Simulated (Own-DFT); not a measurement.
## Calculated data, HfO₂ (monoclinic hafnia, atoms displaced)

All values are calculated (Own-DFT development build). A calculation, not a measurement: plane-wave density functional theory by an unreviewed code, no spin, of a simulated periodic cell, stress positive in tension, run twice, with PBE and with PBEsol, both on files made for PBE, so the change isn't that of files made for PBEsol, hafnium file: forces about 75 meV/angstrom off all-electron values; oxygen file: force components 24 meV/angstrom off all-electron in one glass; forces on such cells passed a denser k mesh, this cell's mesh not checked; the far tail of each file's local potential was reset to the Coulomb form; each entry is a single point on an unrelaxed cell, so the pressure reflects the starting lattice, mostly measured values (interpolated for alloys), from which strain is counted, and rises with the displacements; printed positions are rounded, which can move forces by about a meV/angstrom; the program, named Own-DFT, is a retired in-house code; no spin-orbit coupling; stress was not checked against mesh or cutoff.

```yaml
- formula: HfO2
  kind: "monoclinic hafnia, atoms displaced"
  structure:
    cell_angstrom: [[10.234, 0.0, 0.0], [0.0, 10.35, 0.0], [-1.6955, 0.0, 10.4453]]
    atoms_fractional:
      - [Hf, 0.13892, 0.02039, 0.10302]
      - [Hf, 0.36396, 0.27268, 0.14425]
      - [Hf, 0.35836, 0.48201, 0.39316]
      - [Hf, 0.13782, 0.23351, 0.3525]
      - [O, 0.03727, 0.16632, 0.17217]
      - [O, 0.46444, 0.41671, 0.07548]
      - [O, 0.46172, 0.3344, 0.32621]
      - [O, 0.03673, 0.08432, 0.42324]
      - [O, 0.22316, 0.37548, 0.24097]
      - [O, 0.27962, 0.13022, 0.01201]
      - [O, 0.27489, 0.12202, 0.25965]
      - [O, 0.22644, 0.37019, 0.49005]
      - [Hf, 0.13765, 0.02085, 0.60318]
      - [Hf, 0.35935, 0.269, 0.64258]
      - [Hf, 0.36311, 0.48331, 0.89818]
      - [Hf, 0.13797, 0.22873, 0.85485]
      - [O, 0.03608, 0.16345, 0.6749]
      - [O, 0.46254, 0.41383, 0.57701]
      - [O, 0.46474, 0.33438, 0.82518]
      - [O, 0.03243, 0.0831, 0.92531]
      - [O, 0.2249, 0.38085, 0.74014]
      - [O, 0.27368, 0.12605, 0.50636]
      - [O, 0.2753, 0.12297, 0.76125]
      - [O, 0.22808, 0.37101, 0.99288]
      - [Hf, 0.1373, 0.51915, 0.10619]
      - [Hf, 0.36115, 0.76944, 0.14419]
      - [Hf, 0.35743, 0.98123, 0.401]
      - [Hf, 0.13594, 0.72802, 0.35192]
      - [O, 0.03755, 0.66673, 0.17191]
      - [O, 0.46155, 0.91619, 0.07428]
      - [O, 0.46398, 0.83529, 0.32493]
      - [O, 0.03732, 0.58388, 0.42307]
      - [O, 0.22327, 0.87769, 0.23695]
      - [O, 0.27369, 0.63063, 0.00802]
      - [O, 0.277, 0.61873, 0.25882]
      - [O, 0.2224, 0.86988, 0.49021]
      - [Hf, 0.13596, 0.51925, 0.60192]
      - [Hf, 0.36277, 0.7697, 0.64264]
      - [Hf, 0.36211, 0.98024, 0.89735]
      - [Hf, 0.13814, 0.73136, 0.85654]
      - [O, 0.03553, 0.66963, 0.67269]
      - [O, 0.46134, 0.92014, 0.57699]
      - [O, 0.45917, 0.83667, 0.82444]
      - [O, 0.03257, 0.58408, 0.92145]
      - [O, 0.22613, 0.87951, 0.73993]
      - [O, 0.27487, 0.62984, 0.5129]
      - [O, 0.27473, 0.61847, 0.75963]
      - [O, 0.22415, 0.87312, 0.99146]
      - [Hf, 0.63887, 0.02122, 0.10382]
      - [Hf, 0.86187, 0.27128, 0.14628]
      - [Hf, 0.86376, 0.48186, 0.39843]
      - [Hf, 0.63219, 0.22581, 0.35371]
      - [O, 0.53722, 0.16604, 0.17269]
      - [O, 0.96176, 0.4155, 0.07553]
      - [O, 0.96535, 0.33448, 0.32844]
      - [O, 0.53798, 0.085, 0.42027]
      - [O, 0.72334, 0.38077, 0.2357]
      - [O, 0.7753, 0.12814, 0.01322]
      - [O, 0.77729, 0.11849, 0.26139]
      - [O, 0.7252, 0.36737, 0.49075]
      - [Hf, 0.63709, 0.01753, 0.60413]
      - [Hf, 0.86131, 0.26946, 0.64588]
      - [Hf, 0.86417, 0.48116, 0.89615]
      - [Hf, 0.63741, 0.22976, 0.85329]
      - [O, 0.53577, 0.1681, 0.67417]
      - [O, 0.9605, 0.41649, 0.5777]
      - [O, 0.96313, 0.33555, 0.82783]
      - [O, 0.54071, 0.08837, 0.92201]
      - [O, 0.72891, 0.37401, 0.73927]
      - [O, 0.7734, 0.12795, 0.51011]
      - [O, 0.77417, 0.12238, 0.75988]
      - [O, 0.72444, 0.37584, 0.98882]
      - [Hf, 0.63727, 0.51993, 0.10476]
      - [Hf, 0.86139, 0.76896, 0.14754]
      - [Hf, 0.86368, 0.97984, 0.39704]
      - [Hf, 0.63766, 0.72863, 0.3533]
      - [O, 0.53594, 0.66102, 0.17166]
      - [O, 0.9611, 0.91655, 0.07702]
      - [O, 0.96191, 0.83548, 0.32779]
      - [O, 0.53933, 0.58451, 0.42634]
      - [O, 0.72352, 0.87996, 0.24392]
      - [O, 0.77754, 0.627, 0.0085]
      - [O, 0.7774, 0.62305, 0.26032]
      - [O, 0.7279, 0.8729, 0.48972]
      - [Hf, 0.63686, 0.51826, 0.60393]
      - [Hf, 0.86101, 0.77316, 0.64307]
      - [Hf, 0.86155, 0.97854, 0.89581]
      - [Hf, 0.63632, 0.73024, 0.85444]
      - [O, 0.53779, 0.66883, 0.67269]
      - [O, 0.96309, 0.9158, 0.5743]
      - [O, 0.96584, 0.83202, 0.82728]
      - [O, 0.53236, 0.58245, 0.9254]
      - [O, 0.72553, 0.87693, 0.73606]
      - [O, 0.77375, 0.62554, 0.50998]
      - [O, 0.7777, 0.6201, 0.76042]
      - [O, 0.72392, 0.87007, 0.98839]
  settings:
    functional: "PBE, then PBEsol"
    potential_files: "PseudoDojo norm-conserving, scalar-relativistic, standard set"
    "wave_cutoff [hartree]": 72.0
    occupations: Fermi-Dirac
    "smearing_width [eV]": 0.1
    k_mesh: "2 x 2 x 2 centred on Gamma"
  results:
    "PBE_pressure [GPa]": 4.08
    "PBE_stress_xx [GPa]": -4.18
    "PBE_stress_yy [GPa]": -3.89
    "PBE_stress_zz [GPa]": -4.18
    "PBE_stress_yz [GPa]": 0.42
    "PBE_stress_xz [GPa]": -0.09
    "PBE_stress_xy [GPa]": -0.39
    "PBEsol_pressure [GPa]": -2.37
    "PBEsol_stress_xx [GPa]": 2.31
    "PBEsol_stress_yy [GPa]": 2.52
    "PBEsol_stress_zz [GPa]": 2.29
    "PBEsol_stress_yz [GPa]": 0.4
    "PBEsol_stress_xz [GPa]": 0.26
    "PBEsol_stress_xy [GPa]": -0.39
    force_element: [Hf, Hf, Hf, Hf, O, O, O, O, O, O, O, O, Hf, Hf, Hf, Hf, O, O, O, O, O, O, O, O, Hf, Hf, Hf, Hf, O, O, O, O, O, O, O, O, Hf, Hf, Hf, Hf, O, O, O, O, O, O, O, O, Hf, Hf, Hf, Hf, O, O, O, O, O, O, O, O, Hf, Hf, Hf, Hf, O, O, O, O, O, O, O, O, Hf, Hf, Hf, Hf, O, O, O, O, O, O, O, O, Hf, Hf, Hf, Hf, O, O, O, O, O, O, O, O]
    "PBE_force_x [eV/angstrom]": [-0.325, -0.222, 1.009, -0.172, -0.422, 0.193, 0.11, -0.084, -0.116, -0.382, 0.238, -0.417, -0.302, 0.497, -0.305, -0.201, -0.219, 0.417, -0.202, 0.508, -0.346, 0.218, 0.116, -0.584, -0.171, 0.375, 0.691, 0.112, -0.334, 0.638, 0.038, -0.288, -0.124, -0.055, -0.173, -0.007, 0.0, -0.572, 0.171, 0.001, 0.187, 0.227, 1.183, 0.789, -0.369, 0.206, 0.065, -0.124, 0.154, -0.336, -0.945, 1.459, -0.379, 0.978, -0.054, -1.424, 0.118, 0.366, -0.163, -0.218, 0.397, -0.363, -0.824, 0.342, -0.176, 0.897, 1.08, -1.363, -0.613, 0.207, 0.259, -0.206, 0.913, -0.256, -0.483, -0.007, -0.797, 0.41, 1.035, -1.135, -0.061, -0.356, 0.089, -0.751, 0.293, 0.273, 0.006, 0.134, -0.282, 0.708, -0.365, 0.729, -0.41, 0.437, -0.477, -0.309]
    "PBE_force_y [eV/angstrom]": [0.218, -0.48, -0.632, -1.067, 0.305, -0.054, 0.235, 0.089, 0.779, -0.204, -0.261, 0.249, -0.237, 0.361, -1.091, 0.433, 0.236, 0.557, 0.252, 0.343, -0.421, 0.434, -0.165, 0.096, -0.373, 0.576, -0.171, 0.916, 0.096, -0.014, -0.168, -0.166, -0.17, -0.101, 0.169, -0.12, 0.383, 0.05, 0.42, -0.419, -0.415, -0.168, -0.648, 0.233, 0.062, -0.349, 0.578, -0.15, -0.071, -0.26, -0.779, 0.91, 0.121, 0.351, 0.183, -1.177, -0.201, 0.156, 0.494, 0.348, 1.104, -0.249, -0.306, 0.997, -0.514, 0.435, -0.755, -1.34, 0.77, -0.112, -0.712, -0.683, -0.506, 0.405, 0.646, 0.483, 0.983, -0.058, -0.937, -0.409, -0.252, 0.601, -0.062, -0.551, -0.401, -0.948, 0.095, -0.52, 0.002, 0.273, 0.528, 1.015, 0.172, 0.521, 0.215, -0.032]
    "PBE_force_z [eV/angstrom]": [0.475, 0.158, 0.898, -0.155, -0.007, 0.466, 0.143, -0.071, -0.289, -0.301, 0.196, -0.265, 0.348, 1.153, -1.05, -0.018, -0.009, -0.278, 0.114, -0.31, -0.227, 0.611, -0.111, -0.22, -0.998, 0.337, -1.667, 0.261, 0.119, 0.283, 0.255, -0.302, 0.423, 0.528, 0.084, -0.328, 1.45, 0.887, -0.466, -0.928, -0.341, 0.1, 0.258, 0.51, -0.136, -0.775, -0.038, -0.355, 0.279, -0.118, -0.477, 0.064, -0.259, 0.621, -0.037, 0.526, 0.631, -0.106, -0.126, -0.419, 0.063, -0.021, -0.52, 0.009, -0.712, -0.021, -0.035, 0.358, -0.306, 0.276, 0.202, -0.143, -0.344, -0.458, -0.359, 0.035, 0.446, 0.237, -0.177, -0.522, -0.807, 0.431, 0.198, -0.071, 0.438, 0.422, -0.012, -0.076, -0.075, 0.531, 0.075, -0.513, 0.438, 0.079, -0.109, 0.047]
    "PBEsol_force_x [eV/angstrom]": [-0.312, -0.228, 0.973, -0.158, -0.402, 0.178, 0.094, -0.074, -0.054, -0.436, 0.163, -0.341, -0.294, 0.488, -0.296, -0.189, -0.197, 0.397, -0.203, 0.504, -0.274, 0.156, 0.047, -0.503, -0.163, 0.354, 0.659, 0.107, -0.316, 0.603, 0.032, -0.273, -0.061, -0.111, -0.235, 0.064, 0.01, -0.569, 0.157, 0.0, 0.189, 0.212, 1.141, 0.771, -0.295, 0.139, 0.002, -0.056, 0.166, -0.333, -0.926, 1.418, -0.36, 0.946, -0.052, -1.373, 0.182, 0.291, -0.226, -0.147, 0.404, -0.382, -0.808, 0.329, -0.164, 0.867, 1.042, -1.315, -0.529, 0.135, 0.188, -0.138, 0.896, -0.256, -0.483, 0.002, -0.765, 0.389, 1.001, -1.091, 0.008, -0.407, 0.024, -0.663, 0.295, 0.262, 0.01, 0.142, -0.273, 0.677, -0.363, 0.712, -0.337, 0.366, -0.528, -0.235]
    "PBEsol_force_y [eV/angstrom]": [0.258, -0.421, -0.675, -1.083, 0.314, -0.035, 0.211, 0.065, 0.755, -0.204, -0.248, 0.249, -0.183, 0.409, -1.107, 0.375, 0.244, 0.553, 0.224, 0.313, -0.417, 0.407, -0.153, 0.098, -0.318, 0.619, -0.204, 0.849, 0.104, 0.001, -0.19, -0.178, -0.174, -0.102, 0.162, -0.104, 0.426, 0.1, 0.353, -0.454, -0.391, -0.152, -0.646, 0.214, 0.057, -0.346, 0.567, -0.142, -0.009, -0.204, -0.804, 0.826, 0.131, 0.36, 0.162, -1.149, -0.191, 0.143, 0.479, 0.347, 1.128, -0.187, -0.342, 0.925, -0.485, 0.442, -0.751, -1.315, 0.738, -0.116, -0.685, -0.658, -0.459, 0.439, 0.577, 0.426, 0.969, -0.044, -0.93, -0.413, -0.253, 0.578, -0.047, -0.53, -0.341, -0.875, 0.049, -0.553, 0.019, 0.281, 0.498, 0.968, 0.163, 0.5, 0.214, -0.025]
    "PBEsol_force_z [eV/angstrom]": [0.442, 0.175, 0.899, -0.184, 0.042, 0.408, 0.086, -0.014, -0.277, -0.292, 0.194, -0.264, 0.31, 1.157, -0.998, -0.051, 0.04, -0.317, 0.064, -0.252, -0.23, 0.592, -0.106, -0.205, -0.999, 0.352, -1.598, 0.229, 0.174, 0.222, 0.196, -0.244, 0.404, 0.516, 0.084, -0.318, 1.396, 0.895, -0.43, -0.936, -0.282, 0.043, 0.206, 0.548, -0.133, -0.754, -0.033, -0.344, 0.248, -0.096, -0.433, 0.042, -0.199, 0.559, -0.086, 0.561, 0.595, -0.095, -0.125, -0.395, 0.036, 0.007, -0.481, -0.025, -0.64, -0.078, -0.084, 0.4, -0.307, 0.272, 0.195, -0.134, -0.36, -0.42, -0.326, 0.007, 0.479, 0.177, -0.221, -0.46, -0.783, 0.421, 0.195, -0.061, 0.388, 0.437, 0.025, -0.103, -0.022, 0.466, 0.025, -0.449, 0.418, 0.072, -0.099, 0.04]
    "rms_change_of_force_components_from_PBE_to_PBEsol [eV/angstrom]": 0.038
```
